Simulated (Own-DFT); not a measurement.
# Computed records: AlN (wurtzite, atoms displaced)

A calculation, not a measurement: plane-wave PBE density functional theory by an unreviewed code, no spin, of a simulated periodic cell, stress positive in tension, free energy of the whole cell less one offset for each atom, forces on such cells passed a denser k mesh, this cell's mesh not checked; offsets are fitted by least squares, one for each functional and potential file, so energies compare only between cells with the same atoms and settings and are not formation energies; the far tail of each file's local potential was reset to the Coulomb form; each entry is a single point on an unrelaxed cell, so the pressure reflects the starting lattice, mostly measured values (interpolated for alloys), from which strain is counted, and rises with the displacements; printed positions are rounded, which can move forces by about a meV/angstrom; the program, named Own-DFT, is a retired in-house code; no spin-orbit coupling. Program: Own-DFT development build.

Common to all runs: functional PBE; potential files PseudoDojo norm-conserving, scalar-relativistic, standard set; wave cutoff 42 hartree; occupations Fermi-Dirac; smearing width 0.1 eV; hardware one NVIDIA H100; k mesh 2 x 2 x 2 centred on Gamma.

(1) AlN (wurtzite, atoms displaced)

```cif
# cell vector a (Å): 12.4480 0.0000 0.0000
# cell vector b (Å): -6.2240 10.7803 0.0000
# cell vector c (Å): 0.0000 0.0000 9.9640
data_AlN
_symmetry_space_group_name_H-M 'P 1'
_symmetry_Int_Tables_number 1
_cell_length_a 12.4480
_cell_length_b 12.4480
_cell_length_c 9.9640
_cell_angle_alpha 90.000
_cell_angle_beta 90.000
_cell_angle_gamma 120.000
_cell_volume 1337.10
loop_
_atom_site_label
_atom_site_type_symbol
_atom_site_fract_x
_atom_site_fract_y
_atom_site_fract_z
_atom_site_occupancy
Al1 Al 0.08966 0.14385 0.00846 1
Al2 Al 0.17204 0.08720 0.26863 1
N1 N 0.08717 0.17260 0.17425 1
N2 N 0.15567 0.07106 0.44120 1
Al3 Al 0.06414 0.16109 0.50249 1
Al4 Al 0.15214 0.08873 0.75549 1
N3 N 0.07801 0.16475 0.70621 1
N4 N 0.17026 0.09336 0.94447 1
Al5 Al 0.08502 0.41756 0.99410 1
Al6 Al 0.15006 0.33194 0.24441 1
N5 N 0.09702 0.42504 0.17806 1
N6 N 0.16739 0.33402 0.44697 1
Al7 Al 0.08865 0.41495 0.50135 1
Al8 Al 0.15465 0.34154 0.75964 1
N7 N 0.07121 0.40400 0.69546 1
N8 N 0.17264 0.33224 0.93268 1
Al9 Al 0.09982 0.67261 0.99385 1
Al10 Al 0.15918 0.58953 0.27027 1
N9 N 0.10241 0.67385 0.19423 1
N10 N 0.17280 0.58843 0.44952 1
Al11 Al 0.07096 0.66045 0.48795 1
Al12 Al 0.16803 0.58264 0.75659 1
N11 N 0.08657 0.67766 0.68324 1
N12 N 0.18655 0.58928 0.94401 1
Al13 Al 0.08505 0.91977 0.99310 1
Al14 Al 0.16074 0.82863 0.26808 1
N13 N 0.07779 0.90616 0.19530 1
N14 N 0.17313 0.83565 0.45027 1
Al15 Al 0.09735 0.91444 0.50740 1
Al16 Al 0.16542 0.83259 0.74976 1
N15 N 0.09410 0.94250 0.69410 1
N16 N 0.18439 0.84319 0.94891 1
Al17 Al 0.34483 0.17705 0.00202 1
Al18 Al 0.42426 0.10067 0.25042 1
N17 N 0.33184 0.16882 0.19546 1
N18 N 0.40061 0.06980 0.44779 1
Al19 Al 0.33347 0.16650 0.51303 1
Al20 Al 0.41551 0.07469 0.77297 1
N19 N 0.34543 0.16757 0.70167 1
N20 N 0.42442 0.08593 0.94221 1
Al21 Al 0.35123 0.43288 0.00707 1
Al22 Al 0.41485 0.33738 0.26055 1
N21 N 0.34339 0.43358 0.20326 1
N22 N 0.40960 0.31929 0.43880 1
Al23 Al 0.33348 0.41694 0.49917 1
Al24 Al 0.42507 0.33409 0.76323 1
N23 N 0.32463 0.41672 0.71030 1
N24 N 0.40665 0.31931 0.94897 1
Al25 Al 0.34474 0.67419 0.97907 1
Al26 Al 0.42387 0.60047 0.25138 1
N25 N 0.32829 0.66333 0.18261 1
N26 N 0.41522 0.58440 0.43267 1
Al27 Al 0.32097 0.66167 0.51593 1
Al28 Al 0.40408 0.58828 0.75897 1
N27 N 0.33238 0.66501 0.68641 1
N28 N 0.41690 0.59276 0.93712 1
Al29 Al 0.33887 0.92363 0.00239 1
Al30 Al 0.42093 0.83923 0.25850 1
N29 N 0.34519 0.93588 0.18538 1
N30 N 0.41407 0.84444 0.43861 1
Al31 Al 0.33900 0.92645 0.50657 1
Al32 Al 0.41265 0.83067 0.75508 1
N31 N 0.32125 0.91926 0.68871 1
N32 N 0.42350 0.82919 0.93527 1
Al33 Al 0.59641 0.18749 0.00982 1
Al34 Al 0.66663 0.09239 0.25025 1
N33 N 0.57247 0.16198 0.20247 1
N34 N 0.66557 0.06276 0.44840 1
Al35 Al 0.59065 0.16370 0.46422 1
Al36 Al 0.65895 0.07516 0.76090 1
N35 N 0.58860 0.16711 0.71100 1
N36 N 0.67344 0.09570 0.96177 1
Al37 Al 0.58167 0.41679 0.00614 1
Al38 Al 0.68094 0.33802 0.25929 1
N37 N 0.59464 0.40225 0.19625 1
N38 N 0.69015 0.35065 0.42707 1
Al39 Al 0.57994 0.40776 0.50541 1
Al40 Al 0.65894 0.33501 0.74794 1
N39 N 0.57287 0.40951 0.68278 1
N40 N 0.67826 0.34213 0.93717 1
Al41 Al 0.59006 0.66137 0.00083 1
Al42 Al 0.67036 0.59110 0.25517 1
N41 N 0.59267 0.68272 0.19309 1
N42 N 0.66332 0.58552 0.44734 1
Al43 Al 0.57990 0.66761 0.50480 1
Al44 Al 0.65783 0.57392 0.76261 1
N43 N 0.58649 0.66906 0.69693 1
N44 N 0.66979 0.59432 0.92585 1
Al45 Al 0.57822 0.91201 0.00169 1
Al46 Al 0.67792 0.84769 0.22947 1
N45 N 0.58483 0.92665 0.19592 1
N46 N 0.66367 0.83461 0.44511 1
Al47 Al 0.59530 0.92066 0.49539 1
Al48 Al 0.67917 0.83068 0.73393 1
N47 N 0.60141 0.92394 0.66554 1
N48 N 0.66583 0.83128 0.93859 1
Al49 Al 0.84470 0.17280 0.01651 1
Al50 Al 0.91600 0.07246 0.26217 1
N49 N 0.83306 0.15117 0.17919 1
N50 N 0.91849 0.08326 0.44251 1
Al51 Al 0.83713 0.16261 0.49179 1
Al52 Al 0.91047 0.07751 0.75265 1
N51 N 0.83549 0.17028 0.69709 1
N52 N 0.92888 0.07888 0.93975 1
Al53 Al 0.82633 0.42327 0.01032 1
Al54 Al 0.90204 0.31327 0.24653 1
N53 N 0.83929 0.41662 0.17920 1
N54 N 0.91560 0.33390 0.43719 1
Al55 Al 0.83093 0.42119 0.50051 1
Al56 Al 0.92480 0.34110 0.72850 1
N55 N 0.83334 0.41188 0.68944 1
N56 N 0.91915 0.32725 0.92664 1
Al57 Al 0.81724 0.66626 0.00430 1
Al58 Al 0.91640 0.59432 0.27194 1
N57 N 0.86016 0.67791 0.18959 1
N58 N 0.89829 0.57291 0.45038 1
Al59 Al 0.82998 0.65898 0.50264 1
Al60 Al 0.94037 0.60229 0.74379 1
N59 N 0.83302 0.67204 0.67743 1
N60 N 0.91288 0.57565 0.93982 1
Al61 Al 0.82725 0.89678 0.99672 1
Al62 Al 0.90947 0.82500 0.24928 1
N61 N 0.83144 0.91104 0.18039 1
N62 N 0.91663 0.82403 0.42556 1
Al63 Al 0.82683 0.92086 0.48468 1
Al64 Al 0.90771 0.83098 0.77376 1
N63 N 0.82744 0.90789 0.70759 1
N64 N 0.92103 0.83577 0.94545 1
```

Results for AlN (wurtzite, atoms displaced): free energy of cell above offsets -22.070 eV; pressure 11.84 GPa; stress xx -10.8 GPa; stress yy -9.8 GPa; stress zz -14.9 GPa; stress yz 0.48 GPa; stress xz -0.6 GPa; stress xy 0.39 GPa; wall time 404.4 s.

Force:
```
element  x (eV/Å)  y (eV/Å)  z (eV/Å)
     Al    -9.088     5.476    -0.907
     Al    -0.536    -1.141    -4.095
      N    -0.437    -1.012      6.86
      N    -0.181     2.348     2.767
     Al     6.388     2.321     3.032
     Al     4.465     2.067     1.575
      N    -3.025     2.295     -3.89
      N      8.59    -4.765    -3.057
     Al     0.755    -1.224     -0.29
     Al     3.905    -0.017     0.468
      N    -3.835     0.473     2.038
      N    -0.455    -1.477    -1.294
     Al    -1.479     0.221     0.126
     Al      4.56    -3.491     0.037
      N     3.253     6.766    -3.737
      N       0.1         1     3.809
     Al    -1.424    -0.608     1.787
     Al     5.097    -2.234    -3.391
      N    -4.344     0.152     0.148
      N    -3.473    -2.372      0.42
     Al     1.566     1.558     2.025
     Al    -0.842     -0.38    -0.841
      N     3.379    -0.707    -0.823
      N    -3.745    -1.017    -2.269
     Al     2.054     0.442     2.303
     Al     1.312     2.713    -3.073
      N    -0.145     1.931    -0.798
      N      0.03     -2.35    -0.289
     Al    -4.167     0.632     0.345
     Al    -1.082     2.727     0.985
      N     0.374     -6.62    -0.034
      N    -3.123    -2.156    -2.418
     Al    -0.855    -7.188      2.05
     Al    -4.108    -4.567     1.537
      N    -0.084     1.423    -0.447
      N     1.506     6.935    -2.846
     Al    -0.441    -1.784     0.722
     Al    -0.076      1.77    -5.457
      N     -1.86     0.433     0.038
      N    -0.086     1.352     4.209
     Al    -3.308    -2.621    -0.182
     Al     0.226    -0.266    -2.125
      N      0.93    -1.533    -1.322
      N     0.404     2.359     1.751
     Al     0.364     0.122      1.05
     Al     -3.86      -1.9    -1.224
      N     1.438     0.732    -2.349
      N     1.588     8.641     -1.23
     Al    -1.173    -0.464     5.719
     Al    -1.015    -0.723    -0.681
      N       0.2     2.104     0.785
      N    -0.295     0.361     2.933
     Al     3.487     3.023    -4.552
     Al     4.377    -2.005    -1.811
      N    -1.952     1.057     3.216
      N     4.415    -1.481     1.139
     Al     1.877     0.528     1.552
     Al    -1.554    -0.546    -1.994
      N    -0.098    -1.862     1.631
      N      1.74    -1.866     2.038
     Al     0.783     -4.26     0.754
     Al     0.478     1.723    -3.055
      N     3.267    -0.532     1.738
      N    -1.729     2.837    -0.569
     Al     0.091    -3.082    -1.253
     Al     1.541    -2.934    -0.971
      N     4.706     4.142    -0.168
      N    -0.618     10.13    -4.737
     Al    -1.299    -0.517     3.597
     Al      1.85     1.977    -0.319
      N    -1.468    -0.372    -1.823
      N    -0.035    -1.926     -1.04
     Al     1.052    -1.144     0.254
     Al     0.561    -0.587    -4.083
      N    -4.342     3.528    -1.318
      N    -4.423    -3.896     3.467
     Al    -0.534     1.082    -2.786
     Al     3.218    -1.197     0.174
      N     1.475     1.886     2.367
      N    -3.851     0.365     0.169
     Al    -4.559     2.982    -0.023
     Al     0.344    -0.917     0.806
      N     1.307    -2.503     -1.13
      N     0.433    -1.557    -1.061
     Al    -0.172    -0.135     0.101
     Al     0.451     1.182    -8.202
      N    -1.042    -2.283    -0.617
      N     0.435     -2.84     5.984
     Al     1.747     2.379     0.792
     Al    -3.096    -0.813      2.38
      N     0.937    -1.038    -0.797
      N     2.068    -1.252     -2.35
     Al    -3.769     -6.38    -0.359
     Al    -6.668    -1.327      2.36
      N    -1.539    -1.449     6.695
      N    -0.033     -0.76      0.28
     Al     0.926    -0.515     -8.71
     Al      1.01     1.024    -4.585
      N    -0.858      0.48     8.094
      N    -2.431    -1.694    -1.584
     Al     -2.56     1.127     3.348
     Al    -0.295     0.988      1.42
      N     0.224    -1.475    -2.189
      N      -1.7    -1.356     1.219
     Al     3.823    -0.302    -4.235
     Al     1.681     3.324    -0.687
      N     0.115    -0.272     5.221
      N     0.589    -0.413    -0.265
     Al      3.82    -2.355     3.357
     Al    -5.969    -4.862     4.297
      N    -1.605     2.433    -1.107
      N    -0.535     1.615     1.897
     Al     5.853     0.415     0.129
     Al     3.134    -2.378    -3.418
      N    -4.821     -3.27    -2.134
      N     3.254     2.691    -1.543
     Al    -3.106      2.98    -0.611
     Al    -5.772    -4.474     2.154
      N     0.756    -0.475     4.651
      N     0.426     3.737    -0.814
     Al    -2.066     5.164    -0.555
     Al     1.271     3.806    -0.412
      N     1.983     1.105     1.625
      N    -0.732      0.71     3.487
     Al     2.791    -3.258     2.474
     Al     1.559     0.184    -5.935
      N     4.689     3.829    -3.225
      N     0.741    -2.613     1.709
```

(2) AlN (wurtzite, atoms displaced)

```cif
# cell vector a (Å): 12.4480 0.0000 0.0000
# cell vector b (Å): -6.2240 10.7803 0.0000
# cell vector c (Å): 0.0000 0.0000 9.9640
data_AlN
_symmetry_space_group_name_H-M 'P 1'
_symmetry_Int_Tables_number 1
_cell_length_a 12.4480
_cell_length_b 12.4480
_cell_length_c 9.9640
_cell_angle_alpha 90.000
_cell_angle_beta 90.000
_cell_angle_gamma 120.000
_cell_volume 1337.10
loop_
_atom_site_label
_atom_site_type_symbol
_atom_site_fract_x
_atom_site_fract_y
_atom_site_fract_z
_atom_site_occupancy
Al1 Al 0.09040 0.17026 0.00156 1
Al2 Al 0.15769 0.08796 0.25196 1
N1 N 0.09366 0.16774 0.18491 1
N2 N 0.17414 0.09277 0.43971 1
Al3 Al 0.09203 0.17704 0.50733 1
Al4 Al 0.17757 0.08587 0.77458 1
N3 N 0.08800 0.17335 0.69257 1
N4 N 0.16195 0.08157 0.93389 1
Al5 Al 0.09825 0.43910 0.00687 1
Al6 Al 0.16314 0.31334 0.25916 1
N5 N 0.09255 0.43192 0.19167 1
N6 N 0.18081 0.34005 0.42135 1
Al7 Al 0.09397 0.43825 0.50337 1
Al8 Al 0.17007 0.33695 0.76259 1
N7 N 0.09161 0.43421 0.68121 1
N8 N 0.16948 0.32589 0.93258 1
Al9 Al 0.06221 0.66135 0.00522 1
Al10 Al 0.16307 0.59409 0.25274 1
N9 N 0.09973 0.66753 0.19527 1
N10 N 0.16028 0.58360 0.43463 1
Al11 Al 0.07848 0.67528 0.49946 1
Al12 Al 0.13557 0.57327 0.76788 1
N11 N 0.09153 0.68564 0.68678 1
N12 N 0.17156 0.57283 0.95308 1
Al13 Al 0.09653 0.91891 0.98800 1
Al14 Al 0.17602 0.84813 0.24176 1
N13 N 0.07842 0.90498 0.18757 1
N14 N 0.17398 0.83446 0.44308 1
Al15 Al 0.06996 0.90389 0.49871 1
Al16 Al 0.16339 0.83913 0.75479 1
N15 N 0.08218 0.90929 0.69208 1
N16 N 0.16262 0.82555 0.94070 1
Al17 Al 0.34639 0.18268 0.00821 1
Al18 Al 0.41176 0.09114 0.25648 1
N17 N 0.31848 0.15908 0.18706 1
N18 N 0.40290 0.07896 0.43790 1
Al19 Al 0.32719 0.16205 0.48394 1
Al20 Al 0.42761 0.09780 0.75461 1
N19 N 0.33912 0.16275 0.68437 1
N20 N 0.42263 0.09816 0.93112 1
Al21 Al 0.31647 0.39744 0.00745 1
Al22 Al 0.42318 0.34463 0.23411 1
N21 N 0.33007 0.42429 0.18883 1
N22 N 0.42534 0.35030 0.44262 1
Al23 Al 0.33040 0.42759 0.50505 1
Al24 Al 0.40294 0.33423 0.74403 1
N23 N 0.33438 0.41533 0.66904 1
N24 N 0.40760 0.34012 0.95464 1
Al25 Al 0.33710 0.65964 0.98866 1
Al26 Al 0.39604 0.56443 0.25687 1
N25 N 0.32719 0.67677 0.19832 1
N26 N 0.42216 0.58492 0.44059 1
Al27 Al 0.34552 0.66630 0.50042 1
Al28 Al 0.42487 0.60193 0.73627 1
N27 N 0.33610 0.67429 0.69884 1
N28 N 0.41486 0.57757 0.92770 1
Al29 Al 0.32854 0.91236 0.00550 1
Al30 Al 0.43027 0.84655 0.24152 1
N29 N 0.33807 0.89860 0.18378 1
N30 N 0.39475 0.80999 0.43781 1
Al31 Al 0.33614 0.91991 0.50234 1
Al32 Al 0.42089 0.84687 0.73829 1
N31 N 0.33698 0.91140 0.67988 1
N32 N 0.41233 0.83602 0.92889 1
Al33 Al 0.57195 0.16610 0.00107 1
Al34 Al 0.66265 0.07732 0.23565 1
N33 N 0.57098 0.16906 0.17363 1
N34 N 0.66839 0.07372 0.43501 1
Al35 Al 0.57950 0.16728 0.49743 1
Al36 Al 0.64999 0.06573 0.74394 1
N35 N 0.57897 0.16814 0.69326 1
N36 N 0.66810 0.07102 0.97049 1
Al37 Al 0.58049 0.42900 0.00619 1
Al38 Al 0.66351 0.32532 0.25221 1
N37 N 0.58134 0.41089 0.17374 1
N38 N 0.67214 0.32345 0.42778 1
Al39 Al 0.57940 0.42666 0.50340 1
Al40 Al 0.67461 0.32244 0.73529 1
N39 N 0.58901 0.42401 0.68298 1
N40 N 0.66628 0.33915 0.92412 1
Al41 Al 0.56844 0.67201 0.99605 1
Al42 Al 0.67613 0.57978 0.24783 1
N41 N 0.58133 0.65219 0.18516 1
N42 N 0.65806 0.57665 0.43513 1
Al43 Al 0.57739 0.66410 0.49647 1
Al44 Al 0.66807 0.57076 0.75847 1
N43 N 0.58937 0.66526 0.69448 1
N44 N 0.65235 0.57241 0.95771 1
Al45 Al 0.58811 0.91610 0.98314 1
Al46 Al 0.67192 0.82679 0.25050 1
N45 N 0.58904 0.91236 0.18884 1
N46 N 0.66267 0.82911 0.46056 1
Al47 Al 0.57674 0.90834 0.49435 1
Al48 Al 0.65320 0.81830 0.75404 1
N47 N 0.58941 0.91724 0.69958 1
N48 N 0.68898 0.84381 0.94471 1
Al49 Al 0.85656 0.18974 0.99555 1
Al50 Al 0.92143 0.08829 0.24000 1
N49 N 0.84358 0.15438 0.17003 1
N50 N 0.90500 0.07754 0.43793 1
Al51 Al 0.84857 0.16308 0.50790 1
Al52 Al 0.92138 0.10285 0.75138 1
N51 N 0.83580 0.16538 0.70456 1
N52 N 0.92223 0.07906 0.93644 1
Al53 Al 0.84511 0.41899 0.99448 1
Al54 Al 0.92373 0.33330 0.23722 1
N53 N 0.82254 0.42320 0.17996 1
N54 N 0.90928 0.33816 0.43806 1
Al55 Al 0.84102 0.40553 0.48793 1
Al56 Al 0.91722 0.32212 0.75950 1
N55 N 0.83216 0.41779 0.68844 1
N56 N 0.90235 0.33478 0.93730 1
Al57 Al 0.82288 0.65879 0.99669 1
Al58 Al 0.92254 0.57663 0.25323 1
N57 N 0.82020 0.66720 0.19753 1
N58 N 0.92557 0.60562 0.44729 1
Al59 Al 0.83237 0.64904 0.50876 1
Al60 Al 0.92415 0.58873 0.74979 1
N59 N 0.84627 0.68079 0.69321 1
N60 N 0.89825 0.57586 0.93502 1
Al61 Al 0.86053 0.92279 0.99949 1
Al62 Al 0.93224 0.83198 0.25265 1
N61 N 0.83995 0.91904 0.19877 1
N62 N 0.91009 0.83259 0.44731 1
Al63 Al 0.83755 0.92795 0.50886 1
Al64 Al 0.92367 0.83228 0.75719 1
N63 N 0.82385 0.92779 0.70943 1
N64 N 0.91668 0.84817 0.93649 1
```

Results for AlN (wurtzite, atoms displaced): free energy of cell above offsets -18.339 eV; pressure 13.26 GPa; stress xx -12.24 GPa; stress yy -14.36 GPa; stress zz -13.17 GPa; stress yz 0.56 GPa; stress xz 0.31 GPa; stress xy 3.39 GPa; wall time 404.5 s.

Force:
```
element  x (eV/Å)  y (eV/Å)  z (eV/Å)
     Al    -1.487    -1.997    -1.509
     Al     3.664    -3.273     1.232
      N    -3.437    -0.205    -0.948
      N    -3.808    -2.529     -0.87
     Al     0.209    -0.707     -0.69
     Al    -0.215    -0.143    -10.19
      N     0.169     0.367     0.328
      N     1.377     0.591     7.662
     Al     0.034    -10.93     3.663
     Al     -0.78     4.552     -4.59
      N    -0.151    -3.088    -0.291
      N    -2.596    -0.302     6.608
     Al    -0.266    -3.426    -1.951
     Al     0.235     1.008    -5.309
      N    -0.002    -4.003     2.818
      N    -2.801     0.879     3.158
     Al     2.338     0.759     0.871
     Al     7.684    -3.014     2.322
      N    -10.02     3.725    -3.895
      N     0.098     2.314     1.131
     Al     4.095      0.32     0.255
     Al     3.306     3.821    -1.201
      N    -0.216    -3.732      1.61
      N    -3.125     9.077    -5.282
     Al    -3.373    -0.229     1.677
     Al     2.324    -2.766     2.258
      N     1.837     3.722    -1.955
      N    -2.253     1.268    -1.609
     Al     1.797     1.815      0.78
     Al     3.478     0.255    -1.083
      N    -0.963     2.937     0.041
      N     0.452    -0.022     0.303
     Al    -0.288    -2.389    -1.608
     Al      1.13    -1.203    -2.019
      N     0.996     1.252     1.012
      N      2.92     0.603    -0.287
     Al     1.074     3.817     2.935
     Al     -1.66    -2.696    -1.507
      N    -2.394     1.236     0.442
      N    -2.358    -2.593     2.239
     Al    -0.434     5.183     0.307
     Al    -0.602    -0.503     2.514
      N     0.109    -6.023    -1.384
      N    -1.494    -3.087    -2.162
     Al     2.159    -1.341    -4.948
     Al     3.371    -0.283     0.122
      N    -2.083     0.788     6.768
      N     2.936    -1.214    -2.668
     Al    -0.684     2.609     1.601
     Al     0.497     7.341    -0.242
      N     2.881    -1.927    -1.737
      N    -1.608    -0.892     -0.09
     Al    -3.253    -1.832     1.566
     Al     0.432    -2.903     1.595
      N    -0.845    -0.414    -1.592
      N    -1.021    -0.874      0.14
     Al     1.743     0.413    -2.091
     Al     2.269    -4.408     2.273
      N    -5.561     4.827    -0.005
      N     1.398      6.68    -0.868
     Al     0.045    -2.025    -1.252
     Al     1.504    -3.229     1.859
      N    -3.399     3.252     1.976
      N     0.999    -0.309     0.848
     Al     3.852     1.747    -2.903
     Al     0.829     0.525    -0.375
      N     0.991    -0.938     4.806
      N    -1.276     1.462     0.504
     Al     0.969    -1.333    -0.294
     Al     1.234     5.182     2.652
      N     2.905    -2.222    -2.665
      N    -1.348     6.323    -3.229
     Al     1.456    -6.216    -2.924
     Al    -1.214     0.903    -2.887
      N     0.987    -0.347     5.198
      N    -0.949     1.323     2.579
     Al     1.467    -1.695    -0.414
     Al     -2.86     3.523      2.66
      N    -0.081    -2.977     0.984
      N     0.373    -0.863     1.468
     Al     3.612     0.103     1.469
     Al    -5.631    -2.565     0.949
      N    -1.761      1.06     1.231
      N     1.872     2.086     0.368
     Al     3.157     0.606     0.857
     Al    -0.787     2.761     0.695
      N    -0.067    -1.883    -1.035
      N     0.682     6.927    -4.313
     Al     0.308    -3.501     2.012
     Al    -0.419    -0.554     -0.01
      N     0.231    -0.095     -0.11
      N     0.834     0.415    -2.325
     Al    -0.352     0.035     0.245
     Al     2.871     3.734      0.71
      N    -1.427    -3.242     -2.41
      N    -2.767    -2.477    -0.267
     Al    -0.659    -7.251    -0.142
     Al     1.623    -3.092      1.82
      N    -3.754     4.289     2.228
      N     4.422     2.145     -1.81
     Al    -5.345     2.073     0.122
     Al      4.51    -5.729     1.769
      N    -4.153     1.395    -2.677
      N     0.178     4.146     1.031
     Al    -7.996     0.769     1.334
     Al    -0.842    -0.306     1.147
      N     2.976    -1.174      0.85
      N     10.62    -5.395    -3.507
     Al    -9.442     5.299     4.529
     Al    -1.531      3.28    -2.744
      N     3.013     0.761    -1.257
      N     6.142     0.968    -1.302
     Al    -2.075     1.769     1.577
     Al    -1.476      2.23     0.342
      N     7.182     2.464     -2.68
      N      3.56    -5.579    -3.853
     Al    -7.277     3.933     0.923
     Al    -1.649    -0.398    -1.512
      N    -0.592    -4.064     0.503
      N     2.951     1.641     0.323
     Al    -10.09     3.702     4.309
     Al    -5.681    -1.676     1.542
      N      1.64    -0.033    -0.765
      N     0.506    -0.481    -0.592
     Al    -0.447    -3.698     1.706
     Al    -3.109     2.727    -1.073
      N     2.473    -0.262    -2.483
      N     10.24    -7.164    -1.964
```
